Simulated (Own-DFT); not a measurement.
## Calculated data, GaN (wurtzite, strained, atoms displaced)

All values are calculated (Own-DFT development build). A calculation, not a measurement: plane-wave PBE density functional theory by an unreviewed code, no spin, of a simulated periodic cell, stress positive in tension, free energy of the whole cell less one offset for each atom, forces on such cells passed a denser k mesh, this cell's mesh not checked; offsets are fitted by least squares, one for each functional and potential file, so energies compare only between cells with the same atoms and settings and are not formation energies; the far tail of each file's local potential was reset to the Coulomb form; each entry is a single point on an unrelaxed cell, so the pressure reflects the starting lattice, mostly measured values (interpolated for alloys), from which strain is counted, and rises with the displacements; printed positions are rounded, which can move forces by about a meV/angstrom; the program, named Own-DFT, is a retired in-house code; no spin-orbit coupling.

Common to all runs: functional PBE; potential files PseudoDojo norm-conserving, scalar-relativistic, standard set with the stringent files for Ga; wave cutoff 96 hartree; occupations Gaussian; smearing width 0.01 eV; k mesh 3 x 4 x 3 centred on Gamma.

(1) GaN (wurtzite, strained, atoms displaced)

```
cell vectors (Å)
  12.7560     0.0000     0.0000
  -4.7835     8.2853     0.0000
   0.0000     0.0000    10.6033
atoms (fractions of the cell vectors)
Ga  0.08655  0.21895  0.99862
Ga  0.16451  0.11395  0.25214
N   0.08541  0.22319  0.20080
N   0.16573  0.10908  0.44122
Ga  0.08890  0.22896  0.50373
Ga  0.17062  0.11633  0.75819
N   0.08912  0.22417  0.68600
N   0.16275  0.11209  0.94245
Ga  0.08396  0.56687  0.00238
Ga  0.16326  0.45238  0.25225
N   0.08709  0.55848  0.18497
N   0.16457  0.43843  0.43145
Ga  0.08575  0.56032  0.50467
Ga  0.16756  0.45104  0.74983
N   0.08832  0.55429  0.68853
N   0.16366  0.44540  0.94328
Ga  0.08122  0.89611  0.99819
Ga  0.16430  0.76842  0.24991
N   0.08147  0.88862  0.19041
N   0.17143  0.78158  0.43764
Ga  0.07675  0.88620  0.49485
Ga  0.16264  0.77303  0.74520
N   0.08308  0.88510  0.68715
N   0.17179  0.78649  0.94166
Ga  0.33649  0.22764  0.00155
Ga  0.41666  0.09768  0.24501
N   0.33443  0.21682  0.18989
N   0.42039  0.11897  0.43385
Ga  0.33517  0.22440  0.49963
Ga  0.42281  0.11238  0.75026
N   0.32608  0.20914  0.68880
N   0.41614  0.10123  0.94027
Ga  0.33084  0.54971  0.99869
Ga  0.41204  0.44679  0.24679
N   0.33232  0.54825  0.18393
N   0.41206  0.44044  0.43625
Ga  0.32570  0.54853  0.49848
Ga  0.41696  0.44270  0.75266
N   0.32436  0.54621  0.68950
N   0.41428  0.43980  0.93937
Ga  0.33349  0.88651  0.00711
Ga  0.42207  0.77080  0.24241
N   0.32689  0.88173  0.18673
N   0.41716  0.78105  0.44037
Ga  0.32999  0.88814  0.50299
Ga  0.41467  0.77530  0.74395
N   0.34161  0.89923  0.68437
N   0.41242  0.76159  0.93825
Ga  0.57942  0.22012  0.00498
Ga  0.66806  0.11406  0.24730
N   0.58326  0.21469  0.17962
N   0.66275  0.10461  0.43870
Ga  0.58234  0.22832  0.50565
Ga  0.67098  0.10488  0.74557
N   0.59392  0.22271  0.68141
N   0.66250  0.10342  0.93660
Ga  0.58460  0.56020  0.00471
Ga  0.67174  0.44467  0.24726
N   0.58728  0.57000  0.19017
N   0.66334  0.43751  0.43841
Ga  0.58241  0.55189  0.51098
Ga  0.66558  0.44213  0.74829
N   0.57894  0.54277  0.68753
N   0.66108  0.44333  0.93737
Ga  0.57803  0.88784  0.00493
Ga  0.66806  0.78377  0.25182
N   0.57879  0.88915  0.19057
N   0.66264  0.77516  0.43605
Ga  0.58408  0.88375  0.50018
Ga  0.67041  0.76889  0.75055
N   0.59035  0.88373  0.69685
N   0.66952  0.77850  0.92855
Ga  0.83473  0.21872  0.99469
Ga  0.91730  0.11508  0.24914
N   0.82665  0.21863  0.18826
N   0.91287  0.11298  0.44939
Ga  0.83450  0.22862  0.49903
Ga  0.91184  0.10732  0.75972
N   0.83411  0.22051  0.69412
N   0.91416  0.11003  0.94072
Ga  0.83675  0.55071  0.00355
Ga  0.91522  0.44276  0.24653
N   0.83241  0.55047  0.18712
N   0.91247  0.43814  0.43668
Ga  0.83182  0.55153  0.49490
Ga  0.91630  0.45621  0.74574
N   0.83361  0.56092  0.69282
N   0.91651  0.44544  0.92340
Ga  0.83542  0.88565  0.99633
Ga  0.91492  0.77280  0.24518
N   0.82752  0.88925  0.18641
N   0.91368  0.77758  0.44352
Ga  0.83683  0.90429  0.49808
Ga  0.92252  0.78745  0.74578
N   0.84231  0.88079  0.69068
N   0.92002  0.77294  0.93398
```

```
free energy of cell above offsets : -5.880 eV
pressure                          : 2.64 GPa
stress xx                         : -4.94 GPa
stress yy                         : -4.94 GPa
stress zz                         : 1.97 GPa
stress yz                         : 0.95 GPa
stress xz                         : -0.28 GPa
stress xy                         : 0.48 GPa
```

Force:
```
element  x (eV/Å)  y (eV/Å)  z (eV/Å)
     Ga    -2.006     1.425     1.198
     Ga     1.425     -0.64     0.712
      N    -1.167     0.629    -1.791
      N     -0.12     0.169    -0.447
     Ga    -0.367    -1.401    -0.045
     Ga    -0.722    -0.997    -1.027
      N    -1.004     -0.04     1.155
      N     1.581      0.15    -0.646
     Ga     0.381    -0.834    -1.174
     Ga     1.745    -1.205    -0.514
      N    -1.632    -0.822     0.062
      N    -0.997     1.154     0.882
     Ga      0.03    -0.531    -0.855
     Ga      0.17    -2.061     1.457
      N    -1.669     0.408    -0.705
      N    -0.141    -0.284    -0.541
     Ga     1.131    -1.132     0.792
     Ga     -0.63     1.817     0.531
      N     0.177    -0.227     -0.37
      N    -1.295    -0.964    -0.232
     Ga     1.107     0.606     0.823
     Ga     0.858       1.4     1.044
      N     0.516     0.833     -0.28
      N    -0.831    -0.409    -0.873
     Ga     0.412     -1.52     0.559
     Ga    -0.659     1.343     1.069
      N    -0.334     0.409    -0.461
      N    -0.099    -1.035     0.208
     Ga    -0.269     -0.84    -0.029
     Ga     -0.14     0.335     0.339
      N     1.521     1.609     0.059
      N    -0.693     1.011    -0.487
     Ga     -0.33    -0.414     0.127
     Ga     2.003    -1.118     0.927
      N    -1.402     0.721     0.083
      N     0.296      0.87     0.269
     Ga     0.975     1.011     0.139
     Ga    -0.816    -0.814    -0.138
      N     1.731     1.144    -0.707
      N     0.382     0.665    -0.418
     Ga      0.36    -0.546    -1.181
     Ga    -2.268    -0.269     1.706
      N     1.195    -0.539     0.468
      N    -0.135    -1.026    -0.502
     Ga     1.265     1.292    -0.728
     Ga     0.721     0.023     0.782
      N    -0.571    -1.512     0.496
      N    -0.429     1.773    -0.343
     Ga     0.793     0.142    -1.974
     Ga    -0.728    -0.932     1.358
      N    -0.522     0.983      1.74
      N     0.149     0.986    -0.243
     Ga     0.696    -1.772    -1.433
     Ga    -0.756     0.109     1.028
      N    -1.148     -0.14     1.569
      N     0.123      0.84     0.094
     Ga     0.077      0.12    -0.426
     Ga    -2.121    -0.688     0.565
      N     0.295    -1.901    -0.292
      N     0.118     1.436    -0.692
     Ga    -0.439     0.206     -2.51
     Ga     0.898    -0.327      0.95
      N    -0.223     0.799     0.559
      N     0.876    -0.049     0.314
     Ga     0.794    -0.415    -1.185
     Ga    -0.381    -0.107     0.399
      N     1.521     0.675    -0.825
      N     1.193     -0.22     0.685
     Ga    -0.782     0.479      0.61
     Ga     0.073     0.356    -0.404
      N    -0.916    -0.623    -1.542
      N    -0.281     -0.18     1.887
     Ga    -1.557     0.536     0.269
     Ga     -0.09    -0.509     0.678
      N     1.641     0.961    -0.847
      N     1.018     1.663    -1.879
     Ga    -0.753    -1.695     1.064
     Ga     1.176     0.259     -1.62
      N     0.452     0.977    -0.982
      N     1.398    -0.308     0.216
     Ga     -1.09         0    -1.573
     Ga     0.632    -0.391     0.593
      N     0.409     0.505    -0.212
      N     0.736      1.76    -0.461
     Ga    -0.614     0.511      1.09
     Ga     0.819    -1.392    -0.271
      N    -0.308    -0.091    -1.498
      N      0.46    -0.145     2.615
     Ga    -0.524    -0.437     0.278
     Ga    -0.582     1.012       0.9
      N     1.412     0.344    -0.171
      N    -0.464    -0.439    -1.493
     Ga     0.001     -2.76     0.997
     Ga     1.815    -2.051     1.205
      N    -3.831     2.067    -1.132
      N    -0.716      0.23      0.61
```

(2) GaN (wurtzite, strained, atoms displaced)

```
cell vectors (Å)
  12.7560     0.0000     0.0000
  -4.7835     8.2853     0.0000
   0.0000     0.0000    10.6033
atoms (fractions of the cell vectors)
Ga  0.08673  0.22819  0.00398
Ga  0.15476  0.09845  0.24824
N   0.08249  0.22314  0.18711
N   0.16669  0.10861  0.43449
Ga  0.08149  0.22439  0.49262
Ga  0.16214  0.09957  0.74567
N   0.08447  0.22741  0.69352
N   0.16322  0.10864  0.95048
Ga  0.09462  0.56714  0.00284
Ga  0.16840  0.44584  0.25972
N   0.08404  0.54796  0.18405
N   0.16693  0.44067  0.43088
Ga  0.07997  0.54787  0.50692
Ga  0.16246  0.44942  0.75144
N   0.08713  0.55427  0.69357
N   0.16830  0.44357  0.93665
Ga  0.07606  0.88314  0.00290
Ga  0.16219  0.77475  0.24156
N   0.08559  0.89073  0.19126
N   0.16367  0.78316  0.43326
Ga  0.08814  0.89351  0.50196
Ga  0.16397  0.77456  0.74712
N   0.08804  0.89311  0.69152
N   0.17504  0.78294  0.94266
Ga  0.33042  0.22114  0.99853
Ga  0.41694  0.11256  0.25591
N   0.33226  0.22699  0.18607
N   0.41210  0.10692  0.44090
Ga  0.33326  0.21892  0.50211
Ga  0.41505  0.10848  0.75378
N   0.33578  0.23069  0.69028
N   0.40569  0.09989  0.92420
Ga  0.33335  0.55608  0.00257
Ga  0.41203  0.44109  0.25478
N   0.33301  0.55718  0.17915
N   0.41331  0.43355  0.44564
Ga  0.33583  0.55411  0.50779
Ga  0.41917  0.44937  0.75481
N   0.33085  0.55229  0.68650
N   0.41834  0.44599  0.92853
Ga  0.33065  0.88324  0.99875
Ga  0.41676  0.77838  0.24436
N   0.33943  0.89722  0.18598
N   0.41899  0.78225  0.44587
Ga  0.33455  0.88369  0.49208
Ga  0.42563  0.78286  0.74512
N   0.33436  0.88979  0.69214
N   0.41779  0.77022  0.94048
Ga  0.58362  0.22177  0.00445
Ga  0.67161  0.10258  0.26014
N   0.58564  0.22778  0.18328
N   0.66555  0.11421  0.43917
Ga  0.58794  0.22136  0.49880
Ga  0.67647  0.11368  0.75561
N   0.58236  0.22542  0.68660
N   0.67056  0.10709  0.93175
Ga  0.58440  0.55644  0.99207
Ga  0.67391  0.45301  0.25435
N   0.58110  0.56136  0.18528
N   0.66359  0.44858  0.43187
Ga  0.58330  0.55042  0.50354
Ga  0.66426  0.44252  0.75000
N   0.58960  0.56214  0.68838
N   0.66852  0.44945  0.93835
Ga  0.59123  0.89200  0.00124
Ga  0.66993  0.77986  0.24634
N   0.58019  0.88329  0.19192
N   0.66718  0.77757  0.44024
Ga  0.59125  0.89565  0.49947
Ga  0.67016  0.77502  0.76119
N   0.58502  0.88822  0.68666
N   0.66535  0.77887  0.93678
Ga  0.82963  0.21766  0.99015
Ga  0.91405  0.10563  0.24360
N   0.82799  0.21903  0.18747
N   0.92085  0.11811  0.43379
Ga  0.82878  0.21553  0.49350
Ga  0.92293  0.11927  0.73763
N   0.83467  0.23380  0.68906
N   0.91505  0.11357  0.94060
Ga  0.84284  0.56825  0.99569
Ga  0.91958  0.44434  0.25021
N   0.83310  0.55164  0.18627
N   0.91204  0.43615  0.43568
Ga  0.83691  0.56201  0.49857
Ga  0.92146  0.44515  0.75030
N   0.83888  0.55026  0.68442
N   0.91308  0.44351  0.93631
Ga  0.83232  0.88087  0.00815
Ga  0.91843  0.78185  0.24830
N   0.82595  0.88524  0.19104
N   0.92149  0.78832  0.44623
Ga  0.84071  0.89664  0.49451
Ga  0.91202  0.77190  0.75441
N   0.83374  0.88338  0.68996
N   0.91501  0.76058  0.93604
```

```
free energy of cell above offsets : -4.793 eV
pressure                          : 3.04 GPa
stress xx                         : -4.21 GPa
stress yy                         : -5.72 GPa
stress zz                         : 0.8 GPa
stress yz                         : 0.13 GPa
stress xz                         : 0.53 GPa
stress xy                         : 0.32 GPa
```

Force:
```
element  x (eV/Å)  y (eV/Å)  z (eV/Å)
     Ga    -0.764    -0.499    -0.548
     Ga     1.311     2.829     0.434
      N    -0.208    -0.239     0.658
      N    -0.628     0.493     0.327
     Ga     1.499    -0.209     1.121
     Ga     0.307     3.197     1.553
      N     0.906    -0.113    -1.631
      N    -0.261    -0.614    -1.522
     Ga    -0.752    -1.864    -0.674
     Ga     0.368    -0.119    -2.766
      N    -0.394     0.832     0.672
      N    -0.192     0.991     2.584
     Ga    -0.043     0.857    -1.212
     Ga     2.911    -0.955      0.96
      N    -1.661     0.757    -1.463
      N    -0.363     0.507     0.076
     Ga     1.516     0.959    -0.305
     Ga     1.521    -0.068      1.15
      N     -1.11    -1.584    -1.309
      N     1.048     -1.57     0.167
     Ga    -0.251    -0.016     0.225
     Ga      1.26     1.038     0.827
      N    -0.793    -2.191    -0.706
      N     -2.67    -0.893    -1.001
     Ga     0.733     0.154     0.049
     Ga    -0.084     0.844     -0.85
      N    -0.031     -1.04     0.297
      N     1.166     0.401      -0.4
     Ga    -0.374    -0.417     0.765
     Ga    -0.068     0.529    -2.261
      N    -0.218    -1.211    -0.295
      N     0.975     1.028     3.482
     Ga     0.598    -0.533    -1.266
     Ga     0.539     0.581    -0.334
      N     -0.22    -0.371     2.247
      N    -0.141     1.622    -1.032
     Ga    -0.026     0.124     -0.83
     Ga     -0.21     -0.27    -1.693
      N    -0.048      0.57     0.725
      N    -0.234    -0.263     2.151
     Ga     2.054     1.381     0.184
     Ga    -0.331    -0.377     0.911
      N    -0.874    -0.958     0.101
      N     1.213    -1.173    -1.535
     Ga    -1.391      0.52     1.534
     Ga    -1.543    -0.774     0.885
      N    -0.121    -0.733    -1.077
      N     0.132     1.418    -0.557
     Ga    -0.423    -0.061    -1.147
     Ga    -1.786     0.645    -1.886
      N     0.298    -0.593      1.59
      N     0.813    -0.674    -0.177
     Ga    -2.077     0.751     0.851
     Ga    -1.859    -0.436    -1.538
      N     0.849    -0.624    -0.066
      N    -1.614      0.05     1.184
     Ga    -0.596    -0.574     1.445
     Ga    -1.462    -0.799    -1.659
      N     0.642    -0.648    -0.003
      N     1.517    -0.498     1.176
     Ga     -0.77     0.899         0
     Ga     0.786     0.001     0.136
      N    -0.456    -0.517     0.117
      N     0.657    -0.507    -0.357
     Ga    -1.805    -0.428     0.398
     Ga     -2.02     -1.73     1.551
      N     0.807     1.052    -0.625
      N      0.56     0.317    -0.658
     Ga    -0.614     -1.29     0.718
     Ga    -0.486     0.787    -2.245
      N     1.375     0.855     0.092
      N      1.36    -0.064     1.098
     Ga     0.618     1.252      1.55
     Ga    -0.289     1.566     0.072
      N     1.005     0.105    -0.253
      N    -0.798    -0.874    -0.237
     Ga     0.414     1.011     1.201
     Ga    -1.163    -1.355     1.735
      N     1.282    -1.549    -1.393
      N     1.272    -1.136    -0.466
     Ga    -0.706    -5.635     1.956
     Ga     -0.34    -0.535    -0.445
      N     0.641     1.507     0.016
      N     0.285     1.012     0.234
     Ga    -0.269    -0.547     0.199
     Ga    -0.727     0.454     0.814
      N    -1.081     0.813     0.154
      N     1.254     0.387     0.101
     Ga    -0.338     1.132    -1.626
     Ga    -0.008    -1.109     1.018
      N     2.382     0.482    -0.738
      N     0.566    -0.989    -1.635
     Ga    -1.394    -0.707     1.251
     Ga     0.717     0.014    -1.334
      N    -0.165     1.157    -0.386
      N    -0.909     5.052    -0.607
```

(3) GaN (wurtzite, strained, atoms displaced)

```
cell vectors (Å)
  12.7560     0.0000     0.0000
  -4.7835     8.2853     0.0000
   0.0000     0.0000    10.6033
atoms (fractions of the cell vectors)
Ga  0.08671  0.21766  0.00003
Ga  0.16448  0.10645  0.24810
N   0.08215  0.22054  0.18219
N   0.16553  0.11537  0.43992
Ga  0.08810  0.21541  0.50029
Ga  0.17376  0.11839  0.74720
N   0.07721  0.20956  0.69077
N   0.16810  0.10913  0.94115
Ga  0.08127  0.54804  0.00383
Ga  0.17737  0.45767  0.24933
N   0.07466  0.54573  0.18814
N   0.16333  0.44595  0.43302
Ga  0.09335  0.55980  0.49429
Ga  0.16967  0.44475  0.74618
N   0.07769  0.54743  0.68830
N   0.16137  0.43966  0.93715
Ga  0.07486  0.89391  0.00286
Ga  0.17545  0.79188  0.25640
N   0.08592  0.88790  0.19209
N   0.16973  0.77827  0.43238
Ga  0.08353  0.89172  0.49963
Ga  0.17189  0.78086  0.74705
N   0.08502  0.89014  0.68894
N   0.16912  0.78201  0.94544
Ga  0.33332  0.21687  0.00477
Ga  0.42083  0.10322  0.24533
N   0.33417  0.22927  0.19093
N   0.42405  0.10776  0.43110
Ga  0.33886  0.22886  0.49802
Ga  0.41411  0.10836  0.75168
N   0.33301  0.22058  0.69196
N   0.42106  0.11624  0.93742
Ga  0.32713  0.54571  0.99917
Ga  0.41208  0.43723  0.24817
N   0.33520  0.55429  0.19126
N   0.41848  0.45211  0.43631
Ga  0.32832  0.54702  0.49644
Ga  0.42376  0.45711  0.74793
N   0.33531  0.55781  0.68888
N   0.41306  0.43496  0.93927
Ga  0.33551  0.89655  0.00366
Ga  0.41374  0.77138  0.25488
N   0.33637  0.88536  0.19246
N   0.42466  0.77522  0.44332
Ga  0.32989  0.88558  0.50139
Ga  0.41159  0.76986  0.75438
N   0.34039  0.89047  0.67932
N   0.41344  0.77560  0.94128
Ga  0.57680  0.21742  0.99808
Ga  0.66451  0.11549  0.25425
N   0.58616  0.22937  0.19034
N   0.67071  0.11016  0.43700
Ga  0.58356  0.21722  0.49735
Ga  0.66426  0.11320  0.75627
N   0.57982  0.22779  0.68739
N   0.66357  0.12101  0.93735
Ga  0.59447  0.56554  0.99973
Ga  0.66906  0.44603  0.24833
N   0.58681  0.56605  0.18748
N   0.65929  0.43615  0.43862
Ga  0.57642  0.55557  0.49751
Ga  0.66774  0.44758  0.74883
N   0.57953  0.55356  0.69065
N   0.66323  0.43796  0.93940
Ga  0.58393  0.89578  0.00404
Ga  0.66425  0.77699  0.24383
N   0.58446  0.89682  0.18258
N   0.67139  0.77611  0.44199
Ga  0.57892  0.87495  0.50563
Ga  0.66861  0.77318  0.74779
N   0.58174  0.88369  0.69081
N   0.66370  0.77916  0.93527
Ga  0.84152  0.22890  0.99832
Ga  0.91187  0.10659  0.25023
N   0.83299  0.22644  0.18638
N   0.91735  0.11536  0.43799
Ga  0.83685  0.23450  0.49829
Ga  0.91987  0.11680  0.73919
N   0.83457  0.21742  0.68467
N   0.92194  0.11094  0.94279
Ga  0.83876  0.56022  0.00842
Ga  0.91457  0.45429  0.24775
N   0.84091  0.55473  0.19524
N   0.92631  0.44907  0.42904
Ga  0.82869  0.55487  0.50357
Ga  0.91751  0.44216  0.75104
N   0.83256  0.55777  0.68729
N   0.91568  0.43966  0.94569
Ga  0.83165  0.89194  0.00462
Ga  0.91646  0.77039  0.25613
N   0.83593  0.88250  0.19240
N   0.91513  0.77470  0.44448
Ga  0.83016  0.88784  0.48840
Ga  0.92116  0.77823  0.75386
N   0.82516  0.88600  0.69313
N   0.90890  0.76402  0.94101
```

```
free energy of cell above offsets : -5.522 eV
pressure                          : 2.78 GPa
stress xx                         : -5.72 GPa
stress yy                         : -5.09 GPa
stress zz                         : 2.46 GPa
stress yz                         : 0.13 GPa
stress xz                         : 0.02 GPa
stress xy                         : -0.41 GPa
```

Force:
```
element  x (eV/Å)  y (eV/Å)  z (eV/Å)
     Ga     -0.73     0.579     0.171
     Ga    -0.626     1.128     0.169
      N     0.413     0.254     1.257
      N     2.398     -0.94    -0.953
     Ga    -2.983     1.164     0.374
     Ga    -0.862    -1.187     1.089
      N     1.832      2.05    -1.147
      N     0.224    -0.009    -0.829
     Ga    -0.031     1.228     0.099
     Ga     -2.37    -2.118     -0.41
      N     1.817     1.857     0.096
      N     2.024    -0.938     0.424
     Ga    -2.295    -0.358     0.915
     Ga    -0.752    -0.666     0.759
      N     1.275     1.289    -0.704
      N     0.744     0.016    -0.514
     Ga     1.617    -1.125    -0.051
     Ga    -0.511    -1.982     -1.73
      N    -0.634    -0.132    -0.244
      N    -0.494     0.563     1.413
     Ga     0.109    -0.464     0.489
     Ga    -0.318    -0.505     0.995
      N     0.385     0.123    -0.294
      N    -0.619    -0.271    -0.857
     Ga    -0.311     0.677    -0.344
     Ga    -0.785     1.478     0.874
      N     0.776     -2.44      -0.4
      N    -1.854    -0.249      0.49
     Ga     0.479     -0.97     0.204
     Ga     0.525     0.431    -0.335
      N     0.552      1.11    -1.276
      N    -1.353    -1.304    -0.062
     Ga     0.583     0.635    -0.035
     Ga     1.012     1.784     0.261
      N     0.333     0.481    -0.857
      N      -0.4    -1.439    -0.395
     Ga    -0.223     1.078     0.668
     Ga    -0.837    -1.996     1.559
      N    -0.458    -0.936    -0.933
      N      0.18     1.141    -0.144
     Ga     0.052    -1.228    -0.302
     Ga     1.291     0.753     0.007
      N    -0.191     0.181     -0.74
      N    -2.434    -0.885    -1.144
     Ga     1.445     0.722    -0.846
     Ga     0.821     1.429      0.18
      N    -0.984    -0.321     1.418
      N      0.02    -0.004     -0.06
     Ga     1.167     1.614     1.031
     Ga     1.201    -0.003     -0.48
      N    -0.295    -0.618    -0.991
      N    -0.405    -0.424     0.508
     Ga     0.439    -0.011     0.777
     Ga     0.178    -0.393    -1.186
      N     0.771     -0.68    -0.159
      N     1.673    -1.003     0.222
     Ga     -1.28    -1.242    -0.013
     Ga    -0.626     0.522     0.636
      N     0.132    -1.936    -0.161
      N     0.317     1.174    -0.294
     Ga     1.961     0.135     0.691
     Ga    -0.138    -0.358     0.607
      N     1.179     0.431    -1.232
      N      0.65     1.174      0.01
     Ga    -0.097    -0.272    -1.336
     Ga    -0.002      1.25     1.099
      N    -0.108    -0.663     1.418
      N    -1.841    -0.711    -1.415
     Ga     1.353     2.079     0.477
     Ga    -1.391     0.476     0.755
      N    -0.403     0.291     0.218
      N     0.359      0.63     0.509
     Ga    -0.737    -1.843      0.98
     Ga     0.266     1.262    -0.135
      N    -0.107    -0.562     0.158
      N     0.556    -0.315    -0.029
     Ga     0.424    -0.789    -0.187
     Ga    -0.979    -2.186      1.79
      N    -1.469     1.081      0.29
      N    -0.744    -0.202    -1.047
     Ga    -0.525    -2.184    -0.365
     Ga     3.498    -3.045     1.316
      N    -3.886     1.457    -1.668
      N    -1.323     0.535     1.448
     Ga     0.721    -0.651    -0.432
     Ga    -0.882    -0.319     0.376
      N     0.582    -0.332     0.377
      N    -0.302     1.596    -1.588
     Ga     0.091    -0.331    -0.596
     Ga     0.139     0.934     0.285
      N    -0.589     0.124    -0.304
      N     0.353     0.367    -0.822
     Ga     0.981     1.142     2.022
     Ga    -1.289     0.198    -0.402
      N     2.609     0.715    -1.173
      N    -0.032     2.207    -0.298
```
